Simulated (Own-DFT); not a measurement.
# Same atoms, different arrangement: In32P32, 64 atoms

Calculated results; nothing here was measured. They come from Own-DFT, an in-house plane-wave density functional program, since retired, whose code no person has reviewed. Each row is one single-point run on a periodic cell that was not relaxed, without spin or spin-orbit coupling.

Settings of every run: PBE; PseudoDojo norm-conserving scalar-relativistic files; cutoff 36 hartree; 3 x 3 x 3 k mesh centred on Gamma; Fermi-Dirac smearing of 0.1 eV.

Known limits, some of them of some rows only: not probed for a lower state with spin; forces on such cells moved up to 12 meV/angstrom on a denser k mesh; stress not checked against mesh or cutoff.

All cells hold the same atoms in the same cell, with vectors in Å (11.737, 0.000, 0.000); (0.000, 11.737, 0.000); (0.000, 0.000, 11.737). Every atom was moved at random from its ideal site; u is the rms move along one axis. The defect's site can differ from row to row. E is the free energy of the cell above the lowest run. The arrangements:

- A: zincblende InP
- B: zincblende InP, with one In on a P site and one P on an In site, 2.5 Å apart

| arrangement | u (Å) | E (eV) | P (GPa) |
|---|---|---|---|
| A | 0.0189 | 0.000 | 3.19 |
| A | 0.0195 | 0.060 | 3.21 |
| A | 0.0202 | 0.065 | 3.20 |
| A | 0.0456 | 1.520 | 3.50 |
| A | 0.0482 | 1.694 | 3.52 |
| A | 0.0484 | 1.818 | 3.55 |
| B | 0.0273 | 4.503 | 3.64 |
| B | 0.0296 | 4.765 | 3.71 |
| B | 0.0314 | 4.352 | 3.58 |
| B | 0.0505 | 6.211 | 3.95 |
| B | 0.0517 | 6.357 | 4.01 |
| B | 0.0554 | 6.126 | 3.95 |

Question: once the cost of the random moves is taken out, how do the arrangements rank?

## Worked answer

Fit E = a + b u², with one b for all and one a for each arrangement, and with residuals divided by u², since the noise grows with the moves. Then b = 866 eV/Å², the scatter at u = 0.04 Å is 0.23 eV, and against A:

- B: 4.11 ± 0.09 eV (higher)

These are energies of unrelaxed cells. Relaxing the atoms lowers the strained arrangements most, so the gaps would shrink and small ones could change sign.
